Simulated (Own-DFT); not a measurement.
SiC (3C silicon carbide, atoms displaced), SiC (twinned 3C silicon carbide, atoms displaced), SiC (3C silicon carbide, strained, atoms displaced) (calculated)

All values are calculated (Own-DFT development build). A calculation, not a measurement: plane-wave PBE density functional theory by an unreviewed code, no spin, of a simulated periodic cell, stress positive in tension, free energy of the whole cell less one offset for each atom, forces on such cells passed a denser k mesh, this cell's mesh not checked; offsets are fitted by least squares, one for each functional and potential file, so energies compare only between cells with the same atoms and settings and are not formation energies; the far tail of each file's local potential was reset to the Coulomb form; each entry is a single point on an unrelaxed cell, so the pressure reflects the starting lattice, mostly measured values (interpolated for alloys), from which strain is counted, and rises with the displacements; printed positions are rounded, which can move forces by about a meV/angstrom; the program, named Own-DFT, is a retired in-house code; no spin-orbit coupling.

Common to all runs: functional PBE; potential files PseudoDojo norm-conserving, scalar-relativistic, standard set; wave cutoff 42 hartree; occupations Fermi-Dirac; smearing width 0.1 eV.

(1) SiC (3C silicon carbide, atoms displaced)

```
cell vectors (Å)
   8.7192     0.0000     0.0000
   0.0000     8.7192     0.0000
   0.0000     0.0000     8.7192
atoms (fractions of the cell vectors)
Si  0.99052  0.00872  0.99091
Si  0.00778  0.26211  0.25715
Si  0.24182  0.99747  0.26218
Si  0.24197  0.24950  0.99040
C   0.12280  0.12511  0.12763
C   0.12998  0.36836  0.36652
C   0.37326  0.12017  0.36093
C   0.38116  0.36974  0.12436
Si  0.00060  0.99594  0.50150
Si  0.99831  0.25493  0.75380
Si  0.24958  0.00283  0.75553
Si  0.25475  0.26025  0.50657
C   0.13117  0.14107  0.62335
C   0.12981  0.36657  0.86885
C   0.36929  0.13000  0.88317
C   0.36978  0.36771  0.61940
Si  0.99858  0.49593  0.00571
Si  0.00717  0.74572  0.26700
Si  0.25170  0.51162  0.24125
Si  0.25635  0.72411  0.99421
C   0.13911  0.62717  0.12350
C   0.12713  0.86060  0.37657
C   0.38440  0.62976  0.36764
C   0.37806  0.86952  0.11990
Si  0.99782  0.50237  0.50523
Si  0.99839  0.75099  0.74599
Si  0.25389  0.49854  0.75612
Si  0.25513  0.75274  0.49295
C   0.12398  0.63073  0.61139
C   0.12353  0.87823  0.87001
C   0.37564  0.62541  0.88906
C   0.38486  0.86196  0.62436
Si  0.48801  0.01031  0.99624
Si  0.50314  0.25903  0.23625
Si  0.75182  0.00099  0.25799
Si  0.74631  0.24787  0.98767
C   0.62239  0.13699  0.12727
C   0.62063  0.38281  0.37256
C   0.87695  0.13729  0.37201
C   0.86496  0.37953  0.11108
Si  0.49043  0.99585  0.50428
Si  0.49888  0.25193  0.75225
Si  0.74683  0.99600  0.74852
Si  0.75265  0.25068  0.50919
C   0.62142  0.12815  0.63844
C   0.61386  0.38217  0.87303
C   0.87225  0.12851  0.88282
C   0.86914  0.38520  0.61251
Si  0.49287  0.50155  0.99397
Si  0.50310  0.76546  0.24213
Si  0.75408  0.49408  0.24696
Si  0.74947  0.74500  0.99986
C   0.62833  0.61933  0.12606
C   0.63224  0.87308  0.37201
C   0.87630  0.62685  0.37230
C   0.88282  0.87430  0.12498
Si  0.50019  0.49708  0.49787
Si  0.50106  0.74967  0.75268
Si  0.73789  0.49084  0.75028
Si  0.74748  0.76067  0.49750
C   0.62766  0.63012  0.62375
C   0.64212  0.86991  0.87046
C   0.85956  0.62447  0.88226
C   0.86827  0.87781  0.62479
```

* k mesh: 4 x 4 x 4 centred on Gamma
* free energy of cell above offsets: -1.682 eV
* pressure: 7 GPa
* stress xx: -7.76 GPa
* stress yy: -6.74 GPa
* stress zz: -6.5 GPa
* stress yz: 0.42 GPa
* stress xz: -0.32 GPa
* stress xy: 0.46 GPa

Force:
| element | x (eV/Å) | y (eV/Å) | z (eV/Å) |
| --- | --- | --- | --- |
| Si | 2.641 | -2.512 | 3.375 |
| Si | -2.508 | -2.769 | -3.442 |
| Si | 0.487 | -0.19 | -3.633 |
| Si | 1.121 | -0.544 | 4.158 |
| C | -0.47 | 0.252 | -0.611 |
| C | 1.398 | 4.076 | 2.723 |
| C | 0.957 | 1.319 | 3.151 |
| C | -2.968 | 2.385 | -2.367 |
| Si | 0.206 | 1.726 | -0.225 |
| Si | -0.688 | -0.543 | -1.778 |
| Si | 0.144 | -0.179 | -1.325 |
| Si | -1.763 | -2.939 | -4.476 |
| C | -1.359 | -2.911 | 0.86 |
| C | -1.514 | 2.856 | 0.679 |
| C | 0.446 | -0.227 | -2.869 |
| C | 2.982 | 3.392 | 2.863 |
| Si | 0.161 | 1.516 | -1.493 |
| Si | -1.572 | -0.085 | -4.727 |
| Si | 2.206 | -3.118 | 2.111 |
| Si | -2.993 | 8.082 | 2.72 |
| C | -4.171 | -0.831 | 0.189 |
| C | 0.162 | 3.631 | 1.439 |
| C | -1.109 | 0.093 | 0.609 |
| C | -1.795 | 1.355 | -0.671 |
| Si | 0.815 | 0.178 | -2.677 |
| Si | -0.622 | -0.375 | 0.742 |
| Si | -0.693 | 0.436 | -2.02 |
| Si | 1.176 | -2.004 | 1.021 |
| C | 0.858 | -0.73 | 2.778 |
| C | -0.084 | -1.076 | 0.355 |
| C | 2.071 | -2.244 | -6.323 |
| C | -2.431 | 2.07 | 0.633 |
| Si | 2.74 | -1.995 | 1.886 |
| Si | -0.21 | -1.261 | 3.349 |
| Si | 0.723 | 1.063 | -2.322 |
| Si | -1.315 | 1.362 | 2.571 |
| C | 1.282 | -2.448 | -1.74 |
| C | 1.132 | -2.08 | 0.369 |
| C | -0.046 | -1.639 | 1.426 |
| C | 1.657 | -1.495 | 1.953 |
| Si | 1.896 | 1.283 | -1.5 |
| Si | -1.249 | -0.133 | 0.161 |
| Si | 0.694 | 1.269 | 0.491 |
| Si | -1.651 | -0.233 | -2.281 |
| C | 0.323 | -0.756 | -1.864 |
| C | 0.529 | -1.924 | -0.433 |
| C | -0.459 | 0.345 | -3.964 |
| C | 0.445 | -1.43 | 3.805 |
| Si | 2.321 | -1 | 3.625 |
| Si | 1.145 | -3.188 | 0.53 |
| Si | -1.077 | 1.597 | 0.26 |
| Si | 0.023 | 1.109 | 2.39 |
| C | -1.125 | 1.13 | -0.568 |
| C | -1.75 | 1.782 | 0.614 |
| C | -0.425 | -0.897 | 1.068 |
| C | -0.822 | -0.058 | 0.606 |
| Si | -0.009 | 1.68 | -0.157 |
| Si | 1.638 | -0.511 | 0.411 |
| Si | 1.699 | 2.991 | -0.785 |
| Si | 0.557 | -2.578 | 0.25 |
| C | -1.05 | -1.204 | 0.195 |
| C | -3.824 | 0.738 | 0.976 |
| C | 3.702 | -1.876 | -2.614 |
| C | 1.414 | 0.265 | -0.474 |

(2) SiC (3C silicon carbide, atoms displaced)

```
cell vectors (Å)
   8.7192     0.0000     0.0000
   0.0000     8.7192     0.0000
   0.0000     0.0000     8.7192
atoms (fractions of the cell vectors)
Si  0.99705  0.01164  0.00325
Si  0.99893  0.25304  0.24822
Si  0.24505  0.00881  0.24483
Si  0.25093  0.24654  0.01188
C   0.13094  0.12328  0.14517
C   0.11156  0.38752  0.39138
C   0.39380  0.12898  0.37823
C   0.37138  0.37083  0.11402
Si  0.00624  0.00286  0.50224
Si  0.98863  0.25290  0.75617
Si  0.25032  0.00918  0.73745
Si  0.25715  0.25029  0.50089
C   0.12206  0.12864  0.62878
C   0.13091  0.38291  0.87737
C   0.36420  0.12709  0.86711
C   0.37998  0.37587  0.63350
Si  0.00615  0.50232  0.00081
Si  0.00547  0.74647  0.24339
Si  0.26341  0.50638  0.25089
Si  0.25167  0.75108  0.00502
C   0.13403  0.62263  0.12557
C   0.12346  0.86842  0.36890
C   0.37604  0.61725  0.38821
C   0.36920  0.87313  0.12548
Si  0.99811  0.49077  0.49436
Si  0.00208  0.75798  0.75526
Si  0.24787  0.49806  0.74365
Si  0.24091  0.74581  0.49822
C   0.12100  0.62430  0.63729
C   0.12096  0.86259  0.88185
C   0.37460  0.61949  0.86199
C   0.37620  0.87295  0.61994
Si  0.49733  0.00579  0.99576
Si  0.50102  0.25870  0.25434
Si  0.74619  0.00100  0.24006
Si  0.76207  0.24370  0.98696
C   0.61948  0.12195  0.12991
C   0.62585  0.37286  0.39103
C   0.87381  0.12454  0.37054
C   0.87269  0.36929  0.12291
Si  0.50593  0.00726  0.49550
Si  0.50297  0.24642  0.74560
Si  0.74104  0.99352  0.75590
Si  0.75243  0.24822  0.51176
C   0.63189  0.12571  0.62685
C   0.61857  0.38674  0.86727
C   0.88167  0.11924  0.87787
C   0.87271  0.37712  0.62737
Si  0.50987  0.49659  0.99513
Si  0.50754  0.76732  0.25686
Si  0.74796  0.50494  0.23643
Si  0.74210  0.75609  0.00208
C   0.62075  0.61539  0.13200
C   0.62357  0.87964  0.35782
C   0.87768  0.62594  0.37483
C   0.86839  0.87275  0.11588
Si  0.50809  0.50044  0.50569
Si  0.49119  0.75365  0.74878
Si  0.75762  0.51263  0.75744
Si  0.75360  0.73300  0.50963
C   0.62774  0.62313  0.64150
C   0.61556  0.87472  0.87914
C   0.87320  0.62834  0.87329
C   0.88349  0.87784  0.61745
```

- k mesh: 4 x 4 x 4 centred on Gamma
- free energy of cell above offsets: -2.601 eV
- pressure: 6.37 GPa
- stress xx: -6.81 GPa
- stress yy: -6.52 GPa
- stress zz: -5.79 GPa
- stress yz: -0.45 GPa
- stress xz: -1.81 GPa
- stress xy: 1.4 GPa

Force:
| element | x (eV/Å) | y (eV/Å) | z (eV/Å) |
| --- | --- | --- | --- |
| Si | 2.009 | -3.785 | 0.9 |
| Si | -0.432 | 0.515 | 2.29 |
| Si | 4.015 | -4.419 | 3.988 |
| Si | -1.188 | 0.044 | -3.011 |
| C | -3.324 | 3.222 | -4.604 |
| C | 6.262 | -5.38 | -5.943 |
| C | -4.086 | 0.505 | -1.03 |
| C | 2.167 | 1.582 | 2.939 |
| Si | -0.97 | -0.205 | -1.811 |
| Si | 2.789 | 0.841 | -0.868 |
| Si | -0.339 | -2.716 | 1.823 |
| Si | -0.811 | 1.061 | 0.477 |
| C | -0.094 | 0.663 | -1.032 |
| C | -1.462 | -2.32 | 0.438 |
| C | 1.792 | 0.053 | 1.454 |
| C | -0.442 | -0.524 | -1.973 |
| Si | -0.673 | 0.061 | -0.227 |
| Si | -1.372 | 0.39 | 0.439 |
| Si | -1.732 | -1.265 | 0.313 |
| Si | 0.339 | -1.171 | -1.896 |
| C | -0.743 | 0.015 | 0.381 |
| C | 0.566 | 1.812 | 0.604 |
| C | 0.96 | 1.882 | -1.22 |
| C | 1.205 | 1.42 | 0.14 |
| Si | -3.251 | 5.032 | 4.735 |
| Si | -0.884 | -1.522 | -1.02 |
| Si | 0.612 | 0.127 | 1.098 |
| Si | 0.867 | -0.277 | 0.875 |
| C | -0.547 | 0.175 | -2.381 |
| C | 1.107 | 3.981 | 0.301 |
| C | 0.265 | 1.026 | 2.659 |
| C | -0.428 | 1.476 | -0.884 |
| Si | -1.39 | -0.278 | 0.9 |
| Si | 0.965 | -0.213 | -0.711 |
| Si | 1.469 | -0.066 | 1.324 |
| Si | -3.495 | 1.86 | 2.287 |
| C | 0.407 | 1.764 | -2.178 |
| C | 0.735 | 0.575 | -2.5 |
| C | 0.15 | 0.029 | 0.675 |
| C | 0.793 | 0.964 | -0.954 |
| Si | 0.622 | -2.374 | 0.739 |
| Si | -0.736 | 1.277 | 1.158 |
| Si | 2.039 | -0.145 | -1.307 |
| Si | 0.67 | 0.332 | -2.325 |
| C | -0.904 | -1.194 | 0.904 |
| C | 3.134 | -3.361 | -0.176 |
| C | -1.453 | 0.406 | -1.751 |
| C | -0.119 | 0.073 | 0.797 |
| Si | -3.157 | 1.244 | 0.356 |
| Si | -3.898 | -4.765 | -2.341 |
| Si | 1.65 | -2.212 | 3.932 |
| Si | 0.295 | -2.118 | -0.64 |
| C | -1.052 | 3.235 | -1.895 |
| C | 2.605 | 1.444 | 5.072 |
| C | -0.319 | -0.959 | -1.109 |
| C | 1.431 | 1.094 | 1.326 |
| Si | -0.882 | -0.129 | 1.172 |
| Si | 0.613 | -0.842 | 0.295 |
| Si | -1.176 | -2.704 | -0.931 |
| Si | 0.131 | 2.736 | -1.398 |
| C | -0.598 | 1.325 | -2.214 |
| C | 0.269 | 0.131 | -0.58 |
| C | 0.994 | 1.279 | 2.183 |
| C | -1.969 | -0.708 | 1.935 |

(3) SiC (twinned 3C silicon carbide, atoms displaced)

```
cell vectors (Å)
   4.3596    -4.3596     0.0000
   0.0000     4.3596    -4.3596
   8.7192     8.7192     8.7192
atoms (fractions of the cell vectors)
Si  0.01311  0.00508  0.43999
C   0.98867  0.00417  0.05820
Si  0.15212  0.31625  0.10224
C   0.14878  0.32102  0.23148
Si  0.34647  0.17739  0.26573
C   0.34739  0.17037  0.39553
Si  0.98849  0.48697  0.42747
C   0.02392  0.51250  0.06327
Si  0.17619  0.83927  0.10628
C   0.17755  0.82485  0.22527
Si  0.32518  0.67255  0.26655
C   0.32326  0.65437  0.39295
Si  0.52074  0.01183  0.44478
C   0.50399  0.00094  0.06835
Si  0.67497  0.35400  0.10695
C   0.66359  0.33256  0.22851
Si  0.82454  0.16927  0.26898
C   0.84656  0.17301  0.39871
Si  0.50218  0.50796  0.43590
C   0.49138  0.50148  0.06278
Si  0.64042  0.81222  0.10303
C   0.67145  0.84887  0.22970
Si  0.81900  0.65245  0.26969
C   0.84042  0.67536  0.39602
Si  0.98767  0.00013  0.93562
C   0.99702  0.01200  0.55623
Si  0.83377  0.67229  0.60120
C   0.83747  0.68212  0.72960
Si  0.66605  0.83508  0.76601
C   0.65228  0.84169  0.89887
Si  0.99993  0.48959  0.93512
C   0.00172  0.49151  0.56381
Si  0.83119  0.15725  0.60991
C   0.82479  0.17053  0.72501
Si  0.67225  0.34491  0.77378
C   0.66593  0.34676  0.89506
Si  0.49824  0.00270  0.93494
C   0.51190  0.01290  0.56082
Si  0.35053  0.68340  0.60465
C   0.32879  0.67151  0.72656
Si  0.16714  0.84052  0.77236
C   0.16506  0.81663  0.90064
Si  0.51111  0.51509  0.93735
C   0.49580  0.49062  0.55978
Si  0.33691  0.17658  0.60659
C   0.33697  0.16384  0.72628
Si  0.17632  0.34898  0.77629
C   0.15448  0.32345  0.89245
```

* k mesh: 5 x 5 x 2 centred on Gamma
* free energy of cell above offsets: -3.430 eV
* pressure: 5.5 GPa
* stress xx: -4.25 GPa
* stress yy: -6.06 GPa
* stress zz: -6.18 GPa
* stress yz: -0.23 GPa
* stress xz: -1.04 GPa
* stress xy: -1.42 GPa

Force:
| element | x (eV/Å) | y (eV/Å) | z (eV/Å) |
| --- | --- | --- | --- |
| Si | -1.225 | -1.56 | -1.946 |
| C | 0.188 | -0.906 | 2.241 |
| Si | 1.273 | 1.283 | -0.229 |
| C | 0.798 | -1.547 | -1.997 |
| Si | -1.276 | 2.034 | 3.176 |
| C | -0.134 | -0.27 | -0.188 |
| Si | 3.949 | 2.685 | -0.206 |
| C | -2.385 | 0.828 | 0.443 |
| Si | -1.685 | -0.24 | -1.222 |
| C | -1.71 | 4.028 | -1.196 |
| Si | 2.62 | -1.836 | 2.641 |
| C | 1.097 | 0.548 | -1.528 |
| Si | -3.503 | -1.754 | -1.144 |
| C | -0.978 | 0.233 | -2.604 |
| Si | -0.782 | -2.577 | 0.281 |
| C | 0.312 | -0.083 | -1.008 |
| Si | 1.605 | -0.116 | 1.473 |
| C | -2.831 | -1.847 | 0.891 |
| Si | -0.536 | -0.687 | 0.482 |
| C | -0.533 | -1.549 | 1.322 |
| Si | 3.255 | 1.078 | -2.179 |
| C | -1.676 | -1.71 | 1.851 |
| Si | 2.143 | 1.37 | -2.24 |
| C | -1.106 | -0.308 | 0.014 |
| Si | 0.73 | -1.112 | 1.116 |
| C | 2.605 | 0.605 | 3.11 |
| Si | 0.278 | -1.462 | 0.336 |
| C | -0.298 | -0.778 | 0.664 |
| Si | 0.339 | 1.976 | 0.064 |
| C | 0.063 | -3.192 | -0.695 |
| Si | 0.777 | 1.807 | 0.422 |
| C | 0.068 | 0.645 | -1.293 |
| Si | -1.155 | -0.912 | -4.005 |
| C | 3.201 | 1.484 | 2.086 |
| Si | -1.664 | -1.212 | -0.959 |
| C | 0.37 | -0.56 | 1.183 |
| Si | 0.661 | 2.786 | 0.64 |
| C | 0.854 | 1.858 | 2.237 |
| Si | -2.902 | -0.709 | 0.716 |
| C | 1.345 | 0.298 | 0.638 |
| Si | 0.1 | -0.41 | 0.273 |
| C | -1.353 | 0.821 | -2.719 |
| Si | -1.303 | 0.863 | 1.057 |
| C | 1.487 | 1.499 | -1.269 |
| Si | -1.619 | -1.481 | -0.088 |
| C | 1.388 | 2.485 | 0.139 |
| Si | -3.204 | -2.705 | -1.115 |
| C | 2.352 | 0.309 | 0.337 |

(4) SiC (twinned 3C silicon carbide, atoms displaced)

```
cell vectors (Å)
   4.3596    -4.3596     0.0000
   0.0000     4.3596    -4.3596
   8.7192     8.7192     8.7192
atoms (fractions of the cell vectors)
Si  0.01148  0.02327  0.43729
C   0.99453  0.98382  0.06692
Si  0.17405  0.32852  0.10669
C   0.16107  0.31916  0.23291
Si  0.32676  0.15466  0.26863
C   0.32476  0.17590  0.39533
Si  0.02587  0.51141  0.43721
C   0.01527  0.50526  0.05931
Si  0.16843  0.84090  0.10712
C   0.15121  0.84126  0.22786
Si  0.34542  0.67201  0.26765
C   0.32336  0.65969  0.39938
Si  0.50255  0.99093  0.43610
C   0.49893  0.99678  0.06700
Si  0.67024  0.32748  0.10231
C   0.65492  0.33051  0.23650
Si  0.84569  0.15876  0.26239
C   0.84134  0.16518  0.39053
Si  0.51145  0.51317  0.43611
C   0.49091  0.50258  0.05737
Si  0.65392  0.82530  0.10971
C   0.66300  0.84065  0.23042
Si  0.84039  0.67154  0.26980
C   0.85307  0.67827  0.40019
Si  0.99170  0.00523  0.93996
C   0.98960  0.00152  0.56165
Si  0.82865  0.67791  0.60455
C   0.81747  0.65677  0.72582
Si  0.66143  0.83407  0.77381
C   0.66024  0.83210  0.89264
Si  0.97640  0.49839  0.93976
C   0.97875  0.48540  0.56147
Si  0.82910  0.16214  0.60456
C   0.82195  0.16342  0.73004
Si  0.65763  0.31620  0.76810
C   0.65025  0.32509  0.88599
Si  0.48614  0.99377  0.93219
C   0.50410  0.97567  0.56407
Si  0.32532  0.67323  0.60101
C   0.32362  0.66475  0.73197
Si  0.18144  0.84677  0.78214
C   0.15722  0.82914  0.90296
Si  0.49509  0.49365  0.93714
C   0.51996  0.49758  0.56027
Si  0.33263  0.17333  0.60553
C   0.33387  0.17063  0.73098
Si  0.17360  0.33693  0.77192
C   0.15926  0.32592  0.90159
```

- k mesh: 5 x 5 x 2 centred on Gamma
- free energy of cell above offsets: -2.859 eV
- pressure: 5.8 GPa
- stress xx: -5.9 GPa
- stress yy: -4.53 GPa
- stress zz: -6.97 GPa
- stress yz: -1.78 GPa
- stress xz: 1.73 GPa
- stress xy: 0.55 GPa

Force:
| element | x (eV/Å) | y (eV/Å) | z (eV/Å) |
| --- | --- | --- | --- |
| Si | -0.86 | -0.559 | 2.147 |
| C | -0.945 | 1.46 | -1.498 |
| Si | -1.605 | -0.008 | -0.24 |
| C | 0.929 | -1.273 | -3.783 |
| Si | 1.98 | 2.032 | 0.14 |
| C | 1.786 | -2.234 | -0.191 |
| Si | -4.274 | 2.926 | 3.124 |
| C | 0.144 | 2.049 | 2.021 |
| Si | -0.903 | -1.691 | 0.435 |
| C | 1.489 | -2.969 | 1.177 |
| Si | -1.318 | 2.473 | 2.201 |
| C | 2.006 | -3.456 | -3.676 |
| Si | 0.53 | 1.377 | -1.439 |
| C | -0.724 | -0.592 | -1.088 |
| Si | 0.722 | 1.514 | -0.529 |
| C | 0.063 | -2.836 | -1.876 |
| Si | 0.184 | 5.306 | 0.799 |
| C | -0.637 | 1.188 | -0.487 |
| Si | 0.533 | -1.074 | 1.041 |
| C | 2.47 | -0.277 | 1.742 |
| Si | -0.469 | -1.99 | -1.484 |
| C | -0.174 | -2.078 | 1.273 |
| Si | -0.279 | 1.896 | 2.5 |
| C | -1.452 | -0.356 | -1.175 |
| Si | -0.117 | -0.215 | 1.234 |
| C | 1.875 | -0.593 | -0.568 |
| Si | 0.97 | -1.62 | 0.605 |
| C | 2.318 | 1.038 | 0.367 |
| Si | -1.374 | -2.304 | -0.733 |
| C | 1.202 | 1.052 | 1.405 |
| Si | 0.239 | -2.571 | 0.022 |
| C | 1.826 | -0.097 | -1.355 |
| Si | 0.244 | 0.493 | 0.105 |
| C | 1.171 | -1.736 | 0.144 |
| Si | 0.111 | 0.544 | -3.188 |
| C | 2.501 | 1.97 | 1.911 |
| Si | 2.33 | 0.422 | 0.941 |
| C | -0.765 | 2.199 | -3.828 |
| Si | -0.143 | -0.949 | 4.351 |
| C | 0.474 | -0.081 | -0.676 |
| Si | -4.25 | -1.35 | -0.423 |
| C | -0.911 | 0.454 | -0.534 |
| Si | -1.109 | 0.113 | -1.165 |
| C | -2.428 | 2.438 | 0.416 |
| Si | -0.547 | -1.346 | 0.45 |
| C | -0.816 | -0.267 | 0.621 |
| Si | -1.08 | 1.363 | 0.659 |
| C | -0.917 | 0.215 | -1.893 |

(5) SiC (3C silicon carbide, strained, atoms displaced)

```
cell vectors (Å)
   8.6463    -0.1013     0.1446
  -0.1013     8.7967     0.0151
   0.1446     0.0151     8.5636
atoms (fractions of the cell vectors)
Si  0.99718  0.00210  0.00349
Si  0.99773  0.24888  0.24636
Si  0.24764  0.99165  0.24789
Si  0.25460  0.24608  0.99380
C   0.13593  0.12786  0.12599
C   0.12572  0.37326  0.37510
C   0.37341  0.13031  0.36658
C   0.37663  0.37620  0.11679
Si  0.99973  0.00552  0.51053
Si  0.00567  0.23318  0.75915
Si  0.25346  0.00121  0.75041
Si  0.26504  0.25903  0.49968
C   0.12745  0.12547  0.62394
C   0.12383  0.38175  0.86727
C   0.38696  0.12292  0.87969
C   0.37073  0.37473  0.63100
Si  0.00147  0.50027  0.00747
Si  0.00305  0.75192  0.26422
Si  0.24568  0.49716  0.24429
Si  0.24227  0.75340  0.00748
C   0.12424  0.62468  0.12203
C   0.13310  0.86826  0.38538
C   0.37810  0.62963  0.36745
C   0.37272  0.87457  0.11572
Si  0.99292  0.49189  0.48739
Si  0.00194  0.74562  0.74793
Si  0.24722  0.49943  0.75565
Si  0.24764  0.75672  0.50017
C   0.11617  0.62752  0.61973
C   0.12853  0.87338  0.87844
C   0.38370  0.62976  0.87084
C   0.37301  0.88196  0.62458
Si  0.49694  0.99671  0.00393
Si  0.50048  0.25446  0.24653
Si  0.75264  0.01138  0.25186
Si  0.75259  0.24817  0.99168
C   0.63589  0.13036  0.11926
C   0.62854  0.37275  0.37624
C   0.87744  0.12062  0.37345
C   0.87068  0.37640  0.12883
Si  0.49445  0.99454  0.50167
Si  0.48769  0.24277  0.75041
Si  0.75557  0.00654  0.74411
Si  0.75272  0.25092  0.49681
C   0.62377  0.11990  0.62726
C   0.63321  0.38287  0.87841
C   0.86819  0.12889  0.87872
C   0.86811  0.37126  0.62841
Si  0.50901  0.50571  0.99751
Si  0.49849  0.74964  0.24900
Si  0.74840  0.50394  0.24094
Si  0.75327  0.74602  0.99786
C   0.63387  0.62977  0.12708
C   0.62845  0.86614  0.38212
C   0.88469  0.62720  0.38049
C   0.87900  0.86819  0.12869
Si  0.50920  0.49422  0.49925
Si  0.48732  0.75449  0.75090
Si  0.75316  0.49084  0.73636
Si  0.74270  0.75110  0.50735
C   0.62563  0.62953  0.61357
C   0.62320  0.86755  0.88043
C   0.86951  0.62459  0.87714
C   0.87346  0.87352  0.63123
```

- k mesh: 4 x 4 x 4 centred on Gamma
- free energy of cell above offsets: -3.749 eV
- pressure: 9.94 GPa
- stress xx: -10.66 GPa
- stress yy: -6.22 GPa
- stress zz: -12.94 GPa
- stress yz: 2.76 GPa
- stress xz: 10.87 GPa
- stress xy: -6.57 GPa

Force:
| element | x (eV/Å) | y (eV/Å) | z (eV/Å) |
| --- | --- | --- | --- |
| Si | 0.722 | -0.699 | -0.001 |
| Si | 1.102 | 0.41 | 0.325 |
| Si | 0.62 | 1.604 | 0.466 |
| Si | 0.118 | 1.613 | 0.307 |
| C | -2.3 | -0.936 | -0.279 |
| C | 0.133 | -0.719 | -0.35 |
| C | 0.481 | -1.658 | 1.123 |
| C | 0.11 | 0.144 | 0.556 |
| Si | 0.148 | -1.576 | -1.751 |
| Si | -0.336 | 3.804 | -1.634 |
| Si | -0.567 | 0.047 | 0.663 |
| Si | -3.015 | -1.357 | -0.991 |
| C | 1.2 | 0.185 | 0.674 |
| C | -0.998 | -3.033 | 2.698 |
| C | -2.888 | -1.2 | 0.125 |
| C | 1.528 | 0.537 | -0.121 |
| Si | -1.105 | 0.336 | -1.955 |
| Si | 0.197 | 0.134 | -2.193 |
| Si | 1.253 | 0.949 | 0.227 |
| Si | 1.541 | -0.691 | -2.32 |
| C | -0.321 | -0.177 | 1.857 |
| C | -2.175 | 2.852 | -1.665 |
| C | -1.567 | -2.088 | 1.754 |
| C | -0.213 | -0.588 | 2.895 |
| Si | 1.095 | 0.858 | 2.696 |
| Si | -0.868 | 0.692 | 1.154 |
| Si | 0.95 | 2.614 | -2.108 |
| Si | 1.624 | -2.726 | 1.011 |
| C | 1.669 | -1.599 | 0.13 |
| C | -0.947 | 0.727 | -0.677 |
| C | -3.044 | -1.988 | 2.126 |
| C | -1.011 | -1.734 | 0.765 |
| Si | 2.825 | 0.642 | -1.004 |
| Si | 0.761 | -0.089 | -0.905 |
| Si | -0.77 | -3.156 | -0.664 |
| Si | -0.929 | 3.021 | 1.223 |
| C | -2.413 | -1.284 | 1.464 |
| C | -0.062 | -0.033 | -0.93 |
| C | 0.691 | 0.98 | 1.271 |
| C | 1.079 | -1.259 | -0.845 |
| Si | 2.096 | 1.733 | -1.723 |
| Si | 3.886 | 2.344 | -0.694 |
| Si | -2.026 | -1.754 | 1.783 |
| Si | -0.718 | -0.797 | 0.647 |
| C | -0.411 | 0.962 | -0.958 |
| C | -1.352 | -1.923 | -1.196 |
| C | 2.114 | -2.434 | -0.573 |
| C | 2.872 | -2.176 | -2.059 |
| Si | -0.505 | 0.26 | -0.005 |
| Si | 1.541 | 0.905 | -0.689 |
| Si | 0.753 | 0.286 | 2.372 |
| Si | -0.019 | 1.582 | 0.03 |
| C | -2.074 | -0.64 | 0.012 |
| C | -1.25 | 2.485 | -1.739 |
| C | -3.076 | -0.727 | -0.47 |
| C | -0.275 | 1.328 | 0.513 |
| Si | -1.643 | 1.762 | -0.161 |
| Si | 3.452 | 0.83 | -1.487 |
| Si | -1.474 | 3.5 | 2.646 |
| Si | 3.299 | 0.873 | -1.916 |
| C | -1.937 | -2.507 | 3.231 |
| C | 0.267 | 1.508 | -0.989 |
| C | 1.615 | -1.362 | -1.168 |
| C | 0.548 | 0.402 | -0.526 |
